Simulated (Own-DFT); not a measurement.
# Which defects push the lattice out? zincblende GaAs

Source: density functional calculations with Own-DFT, an unreviewed in-house program that is no longer used. Nothing was measured or relaxed, and spin and spin-orbit coupling are left out.

Method: PBE; PseudoDojo norm-conserving scalar-relativistic files; cutoff 42 hartree; 3 x 3 x 3 k mesh centred on Gamma; Fermi-Dirac smearing of 0.1 eV.

Keep in mind (not all hold for every row): not probed for a lower state with spin; forces not confirmed at this smearing and k mesh; stress not checked against mesh or cutoff.

All runs share one cell, with vectors in Å (11.737, 0.000, 0.000); (0.000, 11.737, 0.000); (0.000, 0.000, 10.833) and a volume of 1492.4 Å³, strained against the parent crystal. Atoms were moved at random from their sites; u is the rms move along one axis. The defect's site can differ from row to row.

```
                             cell     formula   u (Å)  P (GPa)
                        no defect    As32Ga32  0.0309     1.28
                        no defect    As32Ga32  0.0482     1.50
                        no defect    As32Ga32  0.0520     1.54
              one In on a Ga site  As32Ga31In  0.0452     2.05
              one In on a Ga site  As32Ga31In  0.0486     2.10
              one In on a Ga site  As32Ga31In  0.0496     2.23
one As vacancy and one Ga vacancy    As31Ga31  0.0285     0.90
one As vacancy and one Ga vacancy    As31Ga31  0.0286     0.93
one As vacancy and one Ga vacancy    As31Ga31  0.0498     1.10
              one P on an As site   As31Ga32P  0.0277     0.98
              one P on an As site   As31Ga32P  0.0307        ?
              one P on an As site   As31Ga32P  0.0314     1.00
              one P on an As site   As31Ga32P  0.0316     1.03
              one Al on a Ga site  AlAs32Ga31  0.0297     1.22
              one Al on a Ga site  AlAs32Ga31  0.0324     1.28
              one Al on a Ga site  AlAs32Ga31  0.0512     1.61
```

## Analysis

P = P0 + c u² + a shift for each defect gives P0 = 1.11 GPa, c = 164 ± 20 GPa/Å² and a scatter of 0.05 GPa. The shifts, and each times the cell's volume:

- one In on a Ga site: 0.63 ± 0.04 GPa, 5.9 eV
- one Al on a Ga site: 0.01 ± 0.04 GPa, 0.1 eV (not resolved)
- one P on an As site: -0.26 ± 0.04 GPa, -2.5 eV
- one As vacancy and one Ga vacancy: -0.37 ± 0.04 GPa, -3.4 eV

Positive is outwards. The product with the volume (160.2 GPa Å³ to the eV) is nearly free of the cell's size; divided by the bulk modulus at the cell's pressure it gives the volume that the defect adds. The atoms around the defects weren't relaxed, which would change these numbers.

## Check

Question: what pressure belongs in the blank (one P on an As site, u = 0.0307 Å)?

Estimate: 1.01 ± 0.05 GPa. The run itself gave 1.04 GPa.
